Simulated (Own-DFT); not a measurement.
GaP (zincblende, atoms displaced) (calculated)

A calculation, not a measurement: plane-wave PBE density functional theory by an unreviewed code, no spin, of a simulated periodic cell, stress positive in tension, free energy of the whole cell less one offset for each atom, forces on such cells passed a denser k mesh, this cell's mesh not checked; offsets are fitted by least squares, one for each functional and potential file, so energies compare only between cells with the same atoms and settings and are not formation energies; the far tail of each file's local potential was reset to the Coulomb form; each entry is a single point on an unrelaxed cell, so the pressure reflects the starting lattice, mostly measured values (interpolated for alloys), from which strain is counted, and rises with the displacements; printed positions are rounded, which can move forces by about a meV/angstrom; the program, named Own-DFT, is a retired in-house code; no spin-orbit coupling. Program: Own-DFT development build.

Settings shared by all entries: functional PBE; potential files PseudoDojo norm-conserving, scalar-relativistic, standard set; wave cutoff 42 hartree; occupations Fermi-Dirac; smearing width 0.1 eV; k mesh 2 x 3 x 3 centred on Gamma.

```json
{"entry": 1, "formula": "GaP", "kind": "zincblende, atoms displaced", "structure": {"cell_angstrom": [[16.3515, 0.0, 0.0], [0.0, 10.901, 0.0], [0.0, 0.0, 10.901]], "atoms_fractional": [["Ga", 0.00294, 0.99086, 0.98998], ["Ga", 0.00717, 0.25479, 0.25577], ["Ga", 0.15478, 0.0078, 0.24573], ["Ga", 0.16553, 0.24382, 0.99573], ["P", 0.08648, 0.1367, 0.11641], ["P", 0.0892, 0.36211, 0.37369], ["P", 0.26544, 0.13006, 0.36997], ["P", 0.2458, 0.35287, 0.13712], ["Ga", 0.99945, 0.99782, 0.52236], ["Ga", 0.99109, 0.24734, 0.74412], ["Ga", 0.16639, 0.00993, 0.76166], ["Ga", 0.15789, 0.26317, 0.50455], ["P", 0.0863, 0.13269, 0.6153], ["P", 0.08243, 0.37826, 0.87955], ["P", 0.25028, 0.12827, 0.87415], ["P", 0.25547, 0.38141, 0.62387], ["Ga", 0.99773, 0.49695, 0.99464], ["Ga", 0.99694, 0.73949, 0.24733], ["Ga", 0.16789, 0.50214, 0.24027], ["Ga", 0.17309, 0.76038, 0.99462], ["P", 0.08836, 0.62742, 0.12467], ["P", 0.0786, 0.88546, 0.37108], ["P", 0.24959, 0.64017, 0.39165], ["P", 0.24878, 0.87738, 0.11033], ["Ga", 0.99502, 0.489, 0.49207], ["Ga", 0.99363, 0.74824, 0.75042], ["Ga", 0.1779, 0.49877, 0.74597], ["Ga", 0.15259, 0.75329, 0.50747], ["P", 0.0872, 0.61315, 0.62163], ["P", 0.09364, 0.87726, 0.86425], ["P", 0.24909, 0.62259, 0.87792], ["P", 0.25536, 0.86884, 0.61708], ["Ga", 0.33165, 0.98801, 0.01214], ["Ga", 0.32816, 0.2495, 0.24012], ["Ga", 0.49025, 0.99821, 0.24549], ["Ga", 0.49887, 0.2489, 0.00801], ["P", 0.43012, 0.13557, 0.10446], ["P", 0.41435, 0.37727, 0.37615], ["P", 0.58085, 0.10467, 0.38518], ["P", 0.57562, 0.37685, 0.10823], ["Ga", 0.33892, 0.00868, 0.49032], ["Ga", 0.33967, 0.23801, 0.77132], ["Ga", 0.50416, 0.01023, 0.74107], ["Ga", 0.49978, 0.24635, 0.50669], ["P", 0.41632, 0.12598, 0.62409], ["P", 0.41917, 0.38087, 0.86413], ["P", 0.58872, 0.1164, 0.87178], ["P", 0.57027, 0.35363, 0.61662], ["Ga", 0.32129, 0.50061, 0.98614], ["Ga", 0.33678, 0.75505, 0.24456], ["Ga", 0.50332, 0.50217, 0.25746], ["Ga", 0.50195, 0.75756, 0.99989], ["P", 0.40602, 0.59987, 0.11681], ["P", 0.42172, 0.88661, 0.39252], ["P", 0.58067, 0.6391, 0.35797], ["P", 0.58057, 0.88001, 0.13141], ["Ga", 0.32121, 0.50382, 0.51071], ["Ga", 0.32562, 0.7454, 0.75984], ["Ga", 0.50381, 0.50835, 0.75324], ["Ga", 0.49302, 0.76343, 0.51027], ["P", 0.40813, 0.63331, 0.6095], ["P", 0.42159, 0.87579, 0.88183], ["P", 0.58472, 0.62357, 0.87031], ["P", 0.57899, 0.8907, 0.60961], ["Ga", 0.66391, 0.99686, 0.00544], ["Ga", 0.66661, 0.24554, 0.24823], ["Ga", 0.82668, 0.01062, 0.26288], ["Ga", 0.83292, 0.25572, 0.01437], ["P", 0.75048, 0.1235, 0.13287], ["P", 0.74108, 0.38002, 0.37633], ["P", 0.91009, 0.12671, 0.37871], ["P", 0.92217, 0.37098, 0.13885], ["Ga", 0.68005, 0.99251, 0.50064], ["Ga", 0.67034, 0.2497, 0.74733], ["Ga", 0.83563, 0.99728, 0.74296], ["Ga", 0.8294, 0.2637, 0.50201], ["P", 0.75796, 0.11815, 0.62575], ["P", 0.74432, 0.37064, 0.86729], ["P", 0.91751, 0.12998, 0.87864], ["P", 0.91455, 0.38195, 0.62279], ["Ga", 0.66634, 0.504, 0.99988], ["Ga", 0.65099, 0.75005, 0.24749], ["Ga", 0.83131, 0.50246, 0.24653], ["Ga", 0.83132, 0.73263, 0.99784], ["P", 0.75191, 0.63399, 0.11404], ["P", 0.75148, 0.88812, 0.3693], ["P", 0.92321, 0.63296, 0.38735], ["P", 0.91211, 0.86743, 0.12179], ["Ga", 0.67369, 0.50212, 0.49622], ["Ga", 0.65688, 0.76351, 0.72493], ["Ga", 0.83443, 0.5081, 0.75798], ["Ga", 0.82398, 0.75183, 0.49125], ["P", 0.7519, 0.6222, 0.62727], ["P", 0.74776, 0.8729, 0.85421], ["P", 0.90729, 0.63552, 0.88841], ["P", 0.91026, 0.86627, 0.62391]]}, "results": {"free_energy_of_cell_above_offsets [eV]": "-37.383", "pressure [GPa]": 5.02, "stress_xx [GPa]": -4.93, "stress_yy [GPa]": -5.21, "stress_zz [GPa]": -4.92, "stress_yz [GPa]": 1.33, "stress_xz [GPa]": 0.28, "stress_xy [GPa]": -1.17, "force_element": ["Ga", "Ga", "Ga", "Ga", "P", "P", "P", "P", "Ga", "Ga", "Ga", "Ga", "P", "P", "P", "P", "Ga", "Ga", "Ga", "Ga", "P", "P", "P", "P", "Ga", "Ga", "Ga", "Ga", "P", "P", "P", "P", "Ga", "Ga", "Ga", "Ga", "P", "P", "P", "P", "Ga", "Ga", "Ga", "Ga", "P", "P", "P", "P", "Ga", "Ga", "Ga", "Ga", "P", "P", "P", "P", "Ga", "Ga", "Ga", "Ga", "P", "P", "P", "P", "Ga", "Ga", "Ga", "Ga", "P", "P", "P", "P", "Ga", "Ga", "Ga", "Ga", "P", "P", "P", "P", "Ga", "Ga", "Ga", "Ga", "P", "P", "P", "P", "Ga", "Ga", "Ga", "Ga", "P", "P", "P", "P"], "force_x [eV/angstrom]": [-0.209, -1.059, 1.996, 0.59, -2.0, -1.116, -3.315, -1.558, -0.548, 1.294, 1.119, 3.43, -0.687, 0.417, 0.145, -1.102, -0.017, 0.575, 0.926, -1.21, -0.727, -0.675, -0.786, -0.871, 1.57, 1.031, -1.638, 1.209, -1.719, -2.167, -1.586, -1.115, 2.252, 3.997, 0.823, 2.638, -5.239, -0.093, 0.456, 1.962, -1.054, 0.384, -0.717, -2.314, -0.612, -0.425, -0.338, 4.131, 1.398, -0.092, -1.306, -0.24, 1.521, -0.872, -1.316, -0.431, 1.983, 1.708, -0.946, 0.993, 1.019, -0.978, 0.563, 0.599, 0.978, -1.694, 1.954, -0.064, -0.365, 1.532, 1.654, -0.693, -1.418, -1.165, 0.512, -0.099, -0.904, 1.546, -0.641, -0.436, 0.048, 3.712, 0.274, -1.571, -2.325, -1.049, -1.561, 0.077, -2.467, 0.588, -0.217, 0.569, -0.793, -0.197, 3.911, 0.65], "force_y [eV/angstrom]": [0.393, -1.922, 0.142, 1.327, -1.71, 3.242, -0.581, 3.106, 0.072, 0.526, 0.124, -0.885, -0.859, -0.468, -0.899, -3.216, 0.656, 1.24, -0.027, -1.497, 0.235, -0.837, -0.435, -0.277, 0.213, -0.517, -0.038, 0.89, -0.063, -1.15, 0.998, 1.239, 2.447, -0.593, 0.77, 2.64, -4.209, -0.176, 1.489, 0.884, -0.277, 1.055, -0.477, -2.044, -0.019, -0.244, 1.353, 4.219, -2.756, -0.565, -1.016, -1.726, 2.253, -0.873, -2.007, 0.086, 0.812, 1.055, -0.552, -1.419, -0.527, 0.449, 1.61, -0.512, -0.221, 0.163, -0.134, -0.254, 0.104, -0.858, 0.752, 1.101, 1.468, -1.222, 0.258, -0.851, 1.509, 1.151, -0.862, -0.054, -0.455, 1.774, 0.348, 5.002, -1.65, -3.362, -0.704, 0.673, 0.646, -1.097, -0.809, -0.268, 0.84, -0.275, -2.96, 0.1], "force_z [eV/angstrom]": [0.816, -0.219, 0.236, -0.487, 0.593, -1.076, 0.462, -3.083, -1.87, 0.184, -2.857, 0.582, 2.241, -1.541, 1.434, 1.621, 0.973, -0.245, 1.625, -0.314, -1.078, 0.598, -1.999, 3.737, 0.258, -0.146, 0.535, -0.76, 0.913, 0.638, -0.744, 0.753, -2.219, 0.962, 0.48, -5.182, 4.24, 0.196, -0.958, 2.384, 1.779, -2.15, 0.995, -3.535, 0.719, 1.569, 0.426, 3.076, 1.564, 0.599, -1.097, 0.417, 1.037, -3.356, 4.172, -0.881, -2.579, -0.972, -2.016, -0.738, 2.404, -1.496, 0.201, 0.412, -0.78, 0.455, -1.694, -0.864, -1.228, -1.537, 0.746, -0.968, 0.514, -1.033, 1.423, -0.408, -0.456, 1.482, 0.008, 0.811, -0.489, -1.623, 0.684, 0.68, 2.628, -0.345, -0.987, 0.188, 0.906, 1.278, -0.089, 0.212, -0.455, 1.776, -3.031, -0.036]}}
{"entry": 2, "formula": "GaP", "kind": "zincblende, atoms displaced", "structure": {"cell_angstrom": [[16.3515, 0.0, 0.0], [0.0, 10.901, 0.0], [0.0, 0.0, 10.901]], "atoms_fractional": [["Ga", 0.99943, 0.00361, 0.02197], ["Ga", 0.9979, 0.24352, 0.24802], ["Ga", 0.14954, 0.99278, 0.25104], ["Ga", 0.16808, 0.25386, 0.99856], ["P", 0.08636, 0.11097, 0.1231], ["P", 0.08822, 0.36986, 0.37201], ["P", 0.25374, 0.11879, 0.36357], ["P", 0.24604, 0.37684, 0.10967], ["Ga", 0.99836, 0.00331, 0.51719], ["Ga", 0.99744, 0.25248, 0.74345], ["Ga", 0.17072, 0.00732, 0.73772], ["Ga", 0.1655, 0.24538, 0.50594], ["P", 0.09345, 0.11419, 0.61813], ["P", 0.08585, 0.37431, 0.87841], ["P", 0.24876, 0.12543, 0.87192], ["P", 0.2513, 0.36421, 0.61811], ["Ga", 0.0059, 0.49527, 0.00358], ["Ga", 0.0041, 0.74978, 0.26325], ["Ga", 0.15602, 0.50183, 0.24415], ["Ga", 0.16863, 0.74591, 0.0162], ["P", 0.07528, 0.62367, 0.12889], ["P", 0.08958, 0.87295, 0.36846], ["P", 0.25676, 0.63762, 0.35942], ["P", 0.24761, 0.86814, 0.12373], ["Ga", 0.998, 0.4847, 0.49972], ["Ga", 0.01078, 0.73689, 0.74628], ["Ga", 0.1783, 0.49986, 0.74283], ["Ga", 0.16354, 0.73403, 0.48222], ["P", 0.0887, 0.62815, 0.6289], ["P", 0.08915, 0.86271, 0.87675], ["P", 0.25771, 0.64063, 0.88476], ["P", 0.24444, 0.86914, 0.64273], ["Ga", 0.34292, 0.00202, 0.99646], ["Ga", 0.32641, 0.26432, 0.25352], ["Ga", 0.50035, 0.99737, 0.24396], ["Ga", 0.50388, 0.23434, 0.97543], ["P", 0.41062, 0.12539, 0.13219], ["P", 0.41026, 0.38028, 0.38621], ["P", 0.58105, 0.14746, 0.375], ["P", 0.59522, 0.37109, 0.1175], ["Ga", 0.33288, 0.00361, 0.49843], ["Ga", 0.34144, 0.24053, 0.74304], ["Ga", 0.50452, 0.00107, 0.74018], ["Ga", 0.51341, 0.23979, 0.52158], ["P", 0.424, 0.12546, 0.62658], ["P", 0.41443, 0.38411, 0.87174], ["P", 0.58436, 0.11948, 0.89384], ["P", 0.58781, 0.38352, 0.61535], ["Ga", 0.32851, 0.50877, 0.01414], ["Ga", 0.32578, 0.75012, 0.23429], ["Ga", 0.50312, 0.50405, 0.23241], ["Ga", 0.49309, 0.75032, 0.98349], ["P", 0.41878, 0.62847, 0.1229], ["P", 0.41611, 0.88136, 0.38043], ["P", 0.59042, 0.63503, 0.37029], ["P", 0.57779, 0.89287, 0.11981], ["Ga", 0.32655, 0.49469, 0.48494], ["Ga", 0.32525, 0.74935, 0.75146], ["Ga", 0.50377, 0.5142, 0.75224], ["Ga", 0.50406, 0.73418, 0.50398], ["P", 0.41137, 0.6172, 0.62846], ["P", 0.41198, 0.87521, 0.88758], ["P", 0.58321, 0.63329, 0.8712], ["P", 0.58489, 0.87528, 0.63083], ["Ga", 0.65617, 0.00527, 0.01489], ["Ga", 0.6651, 0.25878, 0.23443], ["Ga", 0.82706, 0.98544, 0.23198], ["Ga", 0.84046, 0.24178, 0.00016], ["P", 0.75061, 0.11543, 0.13198], ["P", 0.74599, 0.37841, 0.36228], ["P", 0.91535, 0.11394, 0.38305], ["P", 0.91485, 0.39045, 0.11187], ["Ga", 0.65832, 0.0002, 0.50822], ["Ga", 0.67339, 0.24756, 0.72394], ["Ga", 0.84041, 0.00524, 0.7524], ["Ga", 0.83911, 0.25, 0.49244], ["P", 0.74563, 0.10236, 0.61564], ["P", 0.74788, 0.37797, 0.8894], ["P", 0.91791, 0.1075, 0.88234], ["P", 0.91711, 0.36713, 0.61671], ["Ga", 0.67058, 0.48625, 0.99819], ["Ga", 0.68079, 0.75179, 0.247], ["Ga", 0.82144, 0.49099, 0.24066], ["Ga", 0.83626, 0.7633, 0.99243], ["P", 0.74963, 0.6307, 0.13094], ["P", 0.74801, 0.87322, 0.36757], ["P", 0.92294, 0.62021, 0.36536], ["P", 0.90388, 0.88367, 0.12317], ["Ga", 0.66021, 0.49909, 0.50316], ["Ga", 0.67857, 0.74223, 0.74595], ["Ga", 0.82375, 0.50093, 0.75788], ["Ga", 0.83635, 0.77081, 0.51107], ["P", 0.74797, 0.61853, 0.6305], ["P", 0.74728, 0.89024, 0.88574], ["P", 0.91618, 0.64035, 0.87464], ["P", 0.91766, 0.87365, 0.63065]]}, "results": {"free_energy_of_cell_above_offsets [eV]": "-36.424", "pressure [GPa]": 5.51, "stress_xx [GPa]": -5.53, "stress_yy [GPa]": -5.68, "stress_zz [GPa]": -5.32, "stress_yz [GPa]": -0.02, "stress_xz [GPa]": 0.78, "stress_xy [GPa]": 0.72, "force_element": ["Ga", "Ga", "Ga", "Ga", "P", "P", "P", "P", "Ga", "Ga", "Ga", "Ga", "P", "P", "P", "P", "Ga", "Ga", "Ga", "Ga", "P", "P", "P", "P", "Ga", "Ga", "Ga", "Ga", "P", "P", "P", "P", "Ga", "Ga", "Ga", "Ga", "P", "P", "P", "P", "Ga", "Ga", "Ga", "Ga", "P", "P", "P", "P", "Ga", "Ga", "Ga", "Ga", "P", "P", "P", "P", "Ga", "Ga", "Ga", "Ga", "P", "P", "P", "P", "Ga", "Ga", "Ga", "Ga", "P", "P", "P", "P", "Ga", "Ga", "Ga", "Ga", "P", "P", "P", "P", "Ga", "Ga", "Ga", "Ga", "P", "P", "P", "P", "Ga", "Ga", "Ga", "Ga", "P", "P", "P", "P"], "force_x [eV/angstrom]": [-0.508, -0.155, 4.177, -0.408, 0.123, -0.786, -1.644, -0.181, 0.28, 0.89, -0.045, 0.906, -2.364, -0.23, 0.816, 0.498, -0.57, -1.029, 1.689, -1.012, 0.608, -2.456, -1.799, -0.177, 1.048, -1.398, -0.14, 0.797, 0.392, -0.599, -1.693, 0.504, -2.341, 0.625, -1.203, -3.669, 0.831, 2.655, 0.849, -3.906, -0.217, -0.866, -0.344, -1.612, -0.707, 0.547, 2.012, -1.348, 1.088, 2.715, 0.442, 1.292, -0.086, 0.53, -0.496, -0.103, -0.732, 2.311, -0.705, -1.057, -0.207, 0.555, 1.312, 0.079, 2.83, 1.532, -0.886, -0.805, -0.699, -0.012, 0.192, -0.339, -0.808, -0.336, -1.713, -1.832, 2.67, 1.921, 1.212, -1.141, -1.272, -2.974, 1.931, -1.249, 0.896, 0.579, -1.711, 4.194, 1.928, -1.389, 1.626, -1.027, 1.111, -0.147, 0.53, 1.406], "force_y [eV/angstrom]": [-2.243, 0.305, 0.901, -1.467, 3.289, -0.49, 0.266, 0.427, -0.698, -1.142, -1.08, -0.089, 1.497, 0.224, -0.012, 0.582, 1.127, 0.501, -0.085, -0.534, 0.828, -0.968, -2.605, 2.704, 1.555, 1.763, 0.269, 1.006, -2.362, 1.453, -2.312, 0.085, 1.003, -0.312, 1.409, 3.529, 1.079, -1.419, -2.18, 0.698, -0.605, 1.224, -0.378, 1.313, -0.794, -0.615, -1.053, -0.835, -0.12, 1.131, -0.72, -0.2, 0.308, -1.434, -0.99, -4.162, 1.526, 0.48, -1.269, 1.303, 0.533, -0.051, -0.365, -1.739, 0.186, -2.001, 1.78, 0.196, 2.115, -0.952, -0.115, -2.193, -0.587, 0.225, -1.057, -0.447, 2.294, -2.792, 2.193, 0.79, 3.671, 0.546, 1.328, -0.691, -0.887, 1.374, -0.43, -2.384, 1.587, 2.144, -0.12, -2.356, -0.029, -0.725, -1.956, 0.298], "force_z [eV/angstrom]": [-2.204, 0.042, -0.835, -0.639, -0.002, 0.416, 0.661, 2.354, -1.445, 1.008, 2.831, -1.951, 0.503, -1.351, 0.07, 0.441, -1.417, -1.294, 0.215, -1.304, -0.43, 3.091, 1.306, -0.165, -0.751, 1.388, 1.194, 1.109, -1.909, 0.317, 0.323, -3.389, 1.244, -0.378, 1.881, 3.091, -0.44, -1.849, -1.139, -1.087, 0.626, 1.182, 2.356, -1.128, -0.493, 0.262, -5.309, 2.739, -1.57, 0.616, 1.636, 1.591, -0.077, -0.628, -0.403, 0.921, 1.398, -0.093, -0.25, -0.034, -0.629, -3.647, 0.67, -0.328, -0.718, 2.144, 3.799, 0.26, -1.068, 2.155, -1.609, 1.391, -2.825, 2.02, -0.183, -0.474, 0.977, -2.883, -0.432, 1.596, 0.893, -0.055, 0.082, 0.194, -2.926, 2.256, 1.557, -0.523, -2.362, 1.758, 0.441, -1.996, -2.151, -1.137, -0.424, 1.328]}}
```
